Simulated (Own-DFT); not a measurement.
Si3N4 (beta silicon nitride, strained, atoms displaced) (calculated)

A calculation, not a measurement: plane-wave PBE density functional theory by an unreviewed code, no spin, of a simulated periodic cell, stress positive in tension, free energy of the whole cell less one offset for each atom, forces on such cells moved up to 12 meV/angstrom on a denser k mesh; offsets are fitted by least squares, one for each functional and potential file, so energies compare only between cells with the same atoms and settings and are not formation energies; the far tail of each file's local potential was reset to the Coulomb form; each entry is a single point on an unrelaxed cell, so the pressure reflects the starting lattice, mostly measured values (interpolated for alloys), from which strain is counted, and rises with the displacements; printed positions are rounded, which can move forces by about a meV/angstrom; the program, named Own-DFT, is a retired in-house code; no spin-orbit coupling; before rounding, a Quantum ESPRESSO 7.3.1 run of the same cell and cutoff gave forces within 1 meV/angstrom rms on each cell, which checks the program and not the settings. Program: Own-DFT development build.

Settings shared by all entries: functional PBE; potential files PseudoDojo norm-conserving, scalar-relativistic, standard set; wave cutoff 42 hartree; occupations Fermi-Dirac; smearing width 0.1 eV; k mesh 2 x 2 x 4 centred on Gamma.

(1) Si3N4 (beta silicon nitride, strained, atoms displaced)

```cif
# cell vector a (Å): 15.0520 0.1671 -0.0493
# cell vector b (Å): -7.3813 13.1773 0.2535
# cell vector c (Å): -0.0188 0.1011 5.8074
data_Si3N4
_symmetry_space_group_name_H-M 'P 1'
_symmetry_Int_Tables_number 1
_cell_length_a 15.0530
_cell_length_b 15.1059
_cell_length_c 5.8083
_cell_angle_alpha 88.078
_cell_angle_beta 90.362
_cell_angle_gamma 118.618
_cell_volume 1158.67
loop_
_atom_site_label
_atom_site_type_symbol
_atom_site_fract_x
_atom_site_fract_y
_atom_site_fract_z
_atom_site_occupancy
Si1 Si 0.07711 0.37902 0.12646 1
Si2 Si 0.11865 0.20695 0.11943 1
Si3 Si 0.30028 0.41106 0.12444 1
Si4 Si 0.41636 0.11309 0.37842 1
Si5 Si 0.38509 0.29745 0.36300 1
Si6 Si 0.19834 0.08181 0.38338 1
N1 N 0.16679 0.01814 0.13185 1
N2 N 0.48005 0.14964 0.12545 1
N3 N 0.34297 0.32538 0.13094 1
N4 N 0.32385 0.48071 0.38179 1
N5 N 0.01995 0.35032 0.37047 1
N6 N 0.15024 0.16814 0.36935 1
N7 N 0.17066 0.33663 0.11129 1
N8 N 0.33388 0.16785 0.37346 1
Si7 Si 0.09114 0.38415 0.62391 1
Si8 Si 0.11519 0.20466 0.61361 1
Si9 Si 0.29651 0.41322 0.62849 1
Si10 Si 0.41568 0.11454 0.88211 1
Si11 Si 0.38801 0.30106 0.87540 1
Si12 Si 0.20059 0.08780 0.86979 1
N9 N 0.16527 0.01314 0.63247 1
N10 N 0.48828 0.15170 0.62075 1
N11 N 0.35003 0.33124 0.63572 1
N12 N 0.33691 0.49502 0.85992 1
N13 N 0.01644 0.34990 0.86721 1
N14 N 0.15298 0.16588 0.87769 1
N15 N 0.17066 0.32931 0.61674 1
N16 N 0.33067 0.16839 0.87826 1
Si13 Si 0.08258 0.88530 0.12111 1
Si14 Si 0.11753 0.69972 0.12242 1
Si15 Si 0.30099 0.91281 0.13022 1
Si16 Si 0.41240 0.61183 0.36074 1
Si17 Si 0.38550 0.80347 0.37351 1
Si18 Si 0.20606 0.58799 0.36693 1
N17 N 0.16142 0.50935 0.12288 1
N18 N 0.48507 0.65060 0.12410 1
N19 N 0.35645 0.83998 0.13168 1
N20 N 0.33109 0.97720 0.36844 1
N21 N 0.01299 0.84833 0.37681 1
N22 N 0.14770 0.65920 0.37755 1
N23 N 0.17316 0.83638 0.12450 1
N24 N 0.33130 0.66515 0.37101 1
Si19 Si 0.08108 0.88664 0.62442 1
Si20 Si 0.11099 0.69749 0.61519 1
Si21 Si 0.30165 0.91311 0.61773 1
Si22 Si 0.40981 0.61245 0.89111 1
Si23 Si 0.38403 0.79905 0.88275 1
Si24 Si 0.19913 0.58314 0.87106 1
N25 N 0.16856 0.51401 0.63133 1
N26 N 0.48440 0.65101 0.61478 1
N27 N 0.34631 0.83012 0.61558 1
N28 N 0.33777 0.98577 0.86380 1
N29 N 0.02164 0.85343 0.86879 1
N30 N 0.14678 0.66062 0.88173 1
N31 N 0.16982 0.83230 0.62103 1
N32 N 0.32706 0.66823 0.88353 1
Si25 Si 0.58648 0.38480 0.11368 1
Si26 Si 0.62138 0.20617 0.11905 1
Si27 Si 0.80205 0.41009 0.13095 1
Si28 Si 0.91268 0.11512 0.37590 1
Si29 Si 0.88154 0.30013 0.38945 1
Si30 Si 0.70164 0.09180 0.36287 1
N33 N 0.66657 0.01530 0.12704 1
N34 N 0.97998 0.14385 0.12406 1
N35 N 0.84403 0.33280 0.10978 1
N36 N 0.83587 0.48562 0.37204 1
N37 N 0.51427 0.34793 0.36465 1
N38 N 0.64665 0.16330 0.37221 1
N39 N 0.66717 0.33208 0.11064 1
N40 N 0.82886 0.16316 0.38816 1
Si31 Si 0.58731 0.39039 0.63059 1
Si32 Si 0.61426 0.20234 0.62164 1
Si33 Si 0.80183 0.41261 0.62986 1
Si34 Si 0.91101 0.11472 0.86218 1
Si35 Si 0.89001 0.30397 0.89249 1
Si36 Si 0.70659 0.08724 0.86833 1
N41 N 0.66668 0.01858 0.62583 1
N42 N 0.98116 0.14595 0.63079 1
N43 N 0.85387 0.32944 0.62246 1
N44 N 0.83655 0.48425 0.86205 1
N45 N 0.51897 0.35239 0.88795 1
N46 N 0.65357 0.16413 0.87585 1
N47 N 0.66422 0.33652 0.64506 1
N48 N 0.83091 0.16163 0.87645 1
Si37 Si 0.58870 0.88533 0.13360 1
Si38 Si 0.61336 0.70004 0.13625 1
Si39 Si 0.79282 0.91072 0.13590 1
Si40 Si 0.91246 0.61667 0.36248 1
Si41 Si 0.88575 0.79166 0.37278 1
Si42 Si 0.70577 0.58581 0.36925 1
N49 N 0.66517 0.51567 0.12442 1
N50 N 0.98439 0.65046 0.11138 1
N51 N 0.84939 0.83335 0.13650 1
N52 N 0.83700 0.98435 0.36785 1
N53 N 0.51785 0.85094 0.38095 1
N54 N 0.65264 0.67074 0.37367 1
N55 N 0.66857 0.84392 0.13435 1
N56 N 0.83572 0.67235 0.38335 1
Si43 Si 0.58766 0.88362 0.62127 1
Si44 Si 0.61922 0.70258 0.63387 1
Si45 Si 0.79218 0.91096 0.62633 1
Si46 Si 0.91576 0.62114 0.85346 1
Si47 Si 0.88445 0.79851 0.88550 1
Si48 Si 0.69828 0.58566 0.88581 1
N57 N 0.66338 0.51338 0.61855 1
N58 N 0.98625 0.65229 0.62754 1
N59 N 0.84975 0.82936 0.61154 1
N60 N 0.83487 0.98520 0.88565 1
N61 N 0.51890 0.85069 0.87353 1
N62 N 0.64818 0.66481 0.85843 1
N63 N 0.66412 0.83385 0.63267 1
N64 N 0.83453 0.66850 0.88251 1
```

It finds free energy of cell above offsets -7.223 eV; pressure 9.72 GPa; stress xx -11.25 GPa; stress yy -5.07 GPa; stress zz -12.85 GPa; stress yz 4.23 GPa; stress xz -0.4 GPa; stress xy 3.89 GPa.

Force:
```tsv
element	x (eV/Å)	y (eV/Å)	z (eV/Å)
Si	5.188	2.62	-2.63
Si	-1.141	-1.015	-0.729
Si	-2.627	1.155	-0.066
Si	-2.94	-0.451	-0.189
Si	1.214	-2.242	4.533
Si	1.322	3.019	-1.689
N	-0.692	-1.995	-0.548
N	3.69	1.292	0.118
N	-0.95	2.313	-3.043
N	1.634	1.437	-3.147
N	-3.938	-1.712	3.378
N	0.606	-0.961	1.066
N	-1.428	-0.588	0.035
N	0.176	-1.787	0.546
Si	0.727	0.689	-0.657
Si	0.8	-2.393	1.553
Si	1.02	-0.607	0.806
Si	-2.75	0.004	-2.03
Si	0.411	-3.197	1.421
Si	2.355	0.088	1.57
N	-0.673	-0.01	-0.014
N	-0.992	-0.928	0.968
N	-1.157	2.131	-2.941
N	0.381	-6.402	1.918
N	-0.717	-0.166	0.968
N	-2.731	1.199	-1.464
N	-2.331	1.93	0.458
N	2.17	-0.303	-0.335
Si	4.06	1.174	1.242
Si	-1.377	2.299	0.106
Si	-2.276	0.276	-2.775
Si	-1.857	0.364	4.281
Si	3.201	-3.252	1.635
Si	0.429	-2.247	0.206
N	-0.343	0.563	0.678
N	0.991	-0.32	-0.555
N	-0.193	-0.05	-2.384
N	0.799	4.623	0.483
N	0.629	0.421	-0.798
N	-1.058	0.277	-0.47
N	-1.962	-1.877	-0.12
N	1.29	1.595	-0.278
Si	5.102	-0.423	-1.987
Si	2.258	3.371	1.833
Si	-2.751	-1.31	2.005
Si	-0.915	5.121	-4.335
Si	1.473	-0.744	-1.485
Si	0.899	0.476	1.17
N	-0.451	-0.813	-1.529
N	0.62	-0.357	1.045
N	0.794	0.313	2.29
N	0.548	-0.386	0.756
N	-4.233	-1.933	2.587
N	-0.594	-0.01	-2.109
N	-1.85	-0.374	-0.012
N	2.095	-0.367	0.13
Si	2.447	0.09	4.286
Si	-2.037	-1.431	-0.781
Si	-5.91	3.677	-1.825
Si	-0.616	-0.984	-0.602
Si	4.512	-4.079	-4.973
Si	2.094	-3.11	1.337
N	-0.575	0.569	-0.077
N	1.703	1.933	-0.865
N	3.337	-1.72	4.241
N	0.422	-0.532	-0.195
N	0.52	1.321	1.488
N	-1.19	1.744	0.274
N	0.633	1.986	1.186
N	0.531	2.954	-0.751
Si	-0.049	-2.855	-1.828
Si	1.052	1.571	0.961
Si	-2.254	-0.995	-0.496
Si	-0.038	-1.471	4.016
Si	1.391	-4.97	-4.146
Si	-0.447	-1.646	0.635
N	-0.254	-1.471	-1.175
N	2.304	1.535	-2.932
N	-3.895	3.084	4.226
N	0.531	1.268	1.909
N	-2.833	-0.553	-3.625
N	-1.632	1.166	-0.512
N	2.728	-1.022	-1.445
N	0.163	4.138	0.463
Si	-3.176	1.93	-1.491
Si	-0.579	3.208	-3.063
Si	1.664	1.954	-0.935
Si	0.956	0.319	0.409
Si	-1.891	4.094	1.183
Si	-0.826	1.543	0.883
N	-0.072	-0.827	1.438
N	0.287	0.139	0.689
N	-0.291	-0.08	-2.03
N	-0.29	0.115	2.069
N	-1.795	-0.571	-0.771
N	2.254	-1.856	1.284
N	2.649	-5.892	-0.233
N	0.66	-6.25	-0.512
Si	-1.202	2.248	1.395
Si	-5.173	2.129	-5.664
Si	1.706	1.036	0.381
Si	-1.213	-2.516	4.128
Si	-0.07	0.316	-1.829
Si	2.347	1.5	-3.728
N	-0.038	2.815	1.51
N	-0.472	-0.449	-4.533
N	-1.461	1.193	2.841
N	0.15	-1.531	-2.179
N	-1.852	-0.606	1.349
N	1.969	-1.326	7.257
N	2.561	-1.397	-0.074
N	-1.401	-0.965	-0.033
```

(2) Si3N4 (beta silicon nitride, strained, atoms displaced)

```cif
# cell vector a (Å): 15.2056 0.2442 -0.0859
# cell vector b (Å): -7.3914 13.1688 -0.0830
# cell vector c (Å): -0.0329 -0.0556 5.7254
data_Si3N4
_symmetry_space_group_name_H-M 'P 1'
_symmetry_Int_Tables_number 1
_cell_length_a 15.2078
_cell_length_b 15.1016
_cell_length_c 5.7258
_cell_angle_alpha 90.639
_cell_angle_beta 90.662
_cell_angle_gamma 118.382
_cell_volume 1156.64
loop_
_atom_site_label
_atom_site_type_symbol
_atom_site_fract_x
_atom_site_fract_y
_atom_site_fract_z
_atom_site_occupancy
Si1 Si 0.08561 0.38737 0.11692 1
Si2 Si 0.10774 0.19028 0.11642 1
Si3 Si 0.29720 0.41733 0.13997 1
Si4 Si 0.41175 0.11907 0.38548 1
Si5 Si 0.38537 0.29466 0.36640 1
Si6 Si 0.20696 0.09078 0.37720 1
N1 N 0.16227 0.01744 0.13005 1
N2 N 0.48202 0.14986 0.10128 1
N3 N 0.35306 0.33340 0.13402 1
N4 N 0.33921 0.48380 0.38058 1
N5 N 0.02265 0.35630 0.36922 1
N6 N 0.14920 0.15935 0.38389 1
N7 N 0.16183 0.32763 0.12659 1
N8 N 0.33665 0.16851 0.37700 1
Si7 Si 0.08349 0.38621 0.62859 1
Si8 Si 0.11791 0.19556 0.61866 1
Si9 Si 0.29472 0.41053 0.63824 1
Si10 Si 0.41650 0.11612 0.87444 1
Si11 Si 0.38805 0.30020 0.87633 1
Si12 Si 0.20618 0.08310 0.87283 1
N9 N 0.16275 0.01339 0.62467 1
N10 N 0.47680 0.14832 0.62025 1
N11 N 0.34841 0.33207 0.62217 1
N12 N 0.33820 0.48834 0.86668 1
N13 N 0.02221 0.35188 0.87131 1
N14 N 0.15452 0.16899 0.86293 1
N15 N 0.17101 0.33974 0.62586 1
N16 N 0.33459 0.16740 0.88024 1
Si13 Si 0.09111 0.88097 0.11946 1
Si14 Si 0.11779 0.70420 0.12577 1
Si15 Si 0.29796 0.91248 0.13149 1
Si16 Si 0.41176 0.61284 0.36653 1
Si17 Si 0.38987 0.79665 0.35425 1
Si18 Si 0.20407 0.58433 0.36162 1
N17 N 0.17190 0.51403 0.12380 1
N18 N 0.47867 0.64887 0.12881 1
N19 N 0.35363 0.83887 0.10581 1
N20 N 0.33370 0.98490 0.36943 1
N21 N 0.01878 0.84915 0.38196 1
N22 N 0.15240 0.66583 0.36432 1
N23 N 0.16256 0.82585 0.12822 1
N24 N 0.33323 0.66435 0.37417 1
Si19 Si 0.08636 0.87900 0.62584 1
Si20 Si 0.11787 0.69561 0.61443 1
Si21 Si 0.29870 0.91790 0.60714 1
Si22 Si 0.41417 0.61858 0.87510 1
Si23 Si 0.38982 0.80170 0.89891 1
Si24 Si 0.19777 0.58229 0.87304 1
N25 N 0.16922 0.51766 0.63114 1
N26 N 0.47702 0.65111 0.62115 1
N27 N 0.34884 0.83324 0.62223 1
N28 N 0.33265 0.97841 0.88083 1
N29 N 0.02072 0.85590 0.87046 1
N30 N 0.15366 0.66902 0.86746 1
N31 N 0.15858 0.82827 0.64039 1
N32 N 0.33411 0.66790 0.85909 1
Si25 Si 0.58691 0.38082 0.12723 1
Si26 Si 0.61330 0.19753 0.13276 1
Si27 Si 0.79262 0.40996 0.13755 1
Si28 Si 0.91097 0.10884 0.36598 1
Si29 Si 0.88740 0.30032 0.37920 1
Si30 Si 0.70273 0.09019 0.36891 1
N33 N 0.66478 0.01738 0.10938 1
N34 N 0.98566 0.14947 0.10959 1
N35 N 0.84898 0.33501 0.12092 1
N36 N 0.83235 0.48399 0.38486 1
N37 N 0.51859 0.34519 0.38024 1
N38 N 0.64789 0.16422 0.37279 1
N39 N 0.67163 0.33519 0.13477 1
N40 N 0.83369 0.16780 0.35518 1
Si31 Si 0.58952 0.39149 0.61949 1
Si32 Si 0.61168 0.20545 0.62527 1
Si33 Si 0.80058 0.41367 0.63155 1
Si34 Si 0.90994 0.11423 0.88557 1
Si35 Si 0.88248 0.30019 0.87650 1
Si36 Si 0.70720 0.09022 0.87053 1
N41 N 0.66780 0.01905 0.62403 1
N42 N 0.99228 0.15202 0.62418 1
N43 N 0.84649 0.33244 0.62941 1
N44 N 0.82889 0.48635 0.87764 1
N45 N 0.52387 0.35407 0.86961 1
N46 N 0.65243 0.16589 0.88818 1
N47 N 0.67337 0.34033 0.61871 1
N48 N 0.82995 0.16610 0.85939 1
Si37 Si 0.58307 0.88110 0.11671 1
Si38 Si 0.62159 0.70640 0.11612 1
Si39 Si 0.79506 0.91487 0.10901 1
Si40 Si 0.91720 0.61265 0.36999 1
Si41 Si 0.88584 0.80252 0.37047 1
Si42 Si 0.69905 0.58234 0.37714 1
N49 N 0.66851 0.51402 0.11830 1
N50 N 0.98488 0.65093 0.13261 1
N51 N 0.84966 0.83817 0.12267 1
N52 N 0.83511 0.98168 0.38513 1
N53 N 0.51726 0.84895 0.37505 1
N54 N 0.64629 0.66666 0.37024 1
N55 N 0.66998 0.83740 0.12234 1
N56 N 0.83543 0.66646 0.38348 1
Si43 Si 0.58626 0.88746 0.63578 1
Si44 Si 0.62283 0.70311 0.61840 1
Si45 Si 0.79796 0.91226 0.62425 1
Si46 Si 0.91639 0.61812 0.86876 1
Si47 Si 0.88176 0.79578 0.84797 1
Si48 Si 0.69601 0.58685 0.87110 1
N57 N 0.67232 0.52198 0.62636 1
N58 N 0.98382 0.65240 0.62533 1
N59 N 0.84538 0.83357 0.62976 1
N60 N 0.83582 0.98597 0.87298 1
N61 N 0.51246 0.85057 0.88729 1
N62 N 0.65175 0.66532 0.87372 1
N63 N 0.67147 0.83589 0.61866 1
N64 N 0.83423 0.66523 0.86074 1
```

Results for Si3N4 (beta silicon nitride, strained, atoms displaced): free energy of cell above offsets -4.855 eV; pressure 11.29 GPa; stress xx -8.42 GPa; stress yy -2.41 GPa; stress zz -23.04 GPa; stress yz -3.88 GPa; stress xz -2.85 GPa; stress xy 6.04 GPa.

Force:
```tsv
element	x (eV/Å)	y (eV/Å)	z (eV/Å)
Si	4.269	-0.77	1.854
Si	2.412	4.18	0.546
Si	-0.767	-3.084	-3.547
Si	-0.042	-2.292	-5.511
Si	0.388	0.921	3.098
Si	1.188	-2.332	0.698
N	1.008	-1.359	-0.884
N	3.791	1.785	7.422
N	-1.637	1.64	-2.591
N	-0.268	0.935	1.535
N	-4.096	-1.326	0.392
N	-0.688	0.651	-4.224
N	0.897	0.695	0.129
N	-1.861	-0.649	-0.107
Si	5.021	1.08	-1.773
Si	-3.255	4.693	1.2
Si	0.108	0.261	-2.125
Si	-4.999	-3.435	-2.513
Si	0.14	-0.96	-0.568
Si	-0.74	1.444	0.667
N	1.09	-0.181	-0.919
N	4.937	1.893	2.08
N	1.036	-0.032	0.139
N	0.209	-0.306	3.504
N	-5.668	-1.934	0.065
N	2.105	-2.065	3.061
N	-1.281	-2.664	-0.145
N	0.589	-0.143	-0.312
Si	-2.867	1.68	1.59
Si	-1.24	-2.022	-1.851
Si	-1.825	-1.44	-2.669
Si	-0.899	-0.558	2.122
Si	-2.114	-1.181	4.071
Si	1.155	2.034	3.584
N	-0.928	-1.229	-1.598
N	4.437	2.218	-1.457
N	-2.506	1.22	7.231
N	0.098	2.842	-0.104
N	-2.521	-0.461	-2.871
N	1.425	-1.493	0.113
N	2.605	3.69	0.403
N	-1.134	0.62	-1.117
Si	-0.821	2.472	0.042
Si	-3.276	3.082	1.22
Si	-0.433	-4.638	4.411
Si	-1.419	-1.093	-1.33
Si	-0.143	-4.98	-10.08
Si	2.631	4.126	0.996
N	-1.068	-2.026	-3.482
N	4.748	1.775	0.584
N	0.764	0.706	-1.206
N	-0.223	2.999	-1.421
N	-3.122	-1.667	0.695
N	0.49	-1.594	2.073
N	5.239	-0.218	-1.305
N	-1.53	0.435	1.572
Si	1.489	1.408	-0.045
Si	-1.894	2.542	-2.177
Si	0.68	2.519	-1.916
Si	0.522	2.036	2.023
Si	1.106	-0.815	-1.331
Si	1.84	-1.276	-0.262
N	0.163	-1.541	1.864
N	-1.012	-1.159	3.594
N	0.406	0.301	1.836
N	0.945	0.476	-0.568
N	-1.806	-0.28	-1.663
N	-0.576	-0.036	2.689
N	-2.272	-3.174	-0.188
N	0.407	-0.117	0.592
Si	2.589	-0.025	1.327
Si	1.148	0.891	1.167
Si	-2.112	1.14	0.214
Si	-0.032	0.642	-5.186
Si	2.682	-1.732	-0.146
Si	-0.998	-0.465	0.378
N	-0.455	-1.471	-1.154
N	-3.233	-1.765	-0.309
N	1.25	-0.113	-1.186
N	1.332	0.024	1.344
N	-2.695	-1.159	0.081
N	-1.453	0.679	-2.796
N	-1.695	-2.228	0.418
N	2.174	1.898	0.443
Si	2.783	2.755	3.667
Si	-3.54	0.553	1.438
Si	0.773	-0.576	2.803
Si	-3.436	0.274	1.534
Si	2.176	-2.388	-0.337
Si	2.449	3.678	-2.149
N	-1.191	-0.695	0.761
N	2.07	0.3	-2.247
N	0.442	-0.505	-1.693
N	-0.125	1.151	-2.767
N	-0.013	0.641	-0.412
N	2.915	-2.011	-1.258
N	-1.044	-1.344	-0.553
N	-1.459	0.321	-0.964
Si	1.403	-0.277	-1.309
Si	-5.28	1.637	1.133
Si	-1.738	0.531	0.226
Si	-1.479	-1.325	1.352
Si	3.855	-1.417	6.338
Si	5.836	0.151	2.296
N	-1.508	-3.505	-1.015
N	3.093	-0.132	-0.559
N	-0.326	0.483	-3.888
N	-0.248	0.783	-0.347
N	1.158	0.538	-3.379
N	-1.727	1.168	-0.552
N	-1.686	-0.794	0.775
N	-2.062	0.856	0.682
```
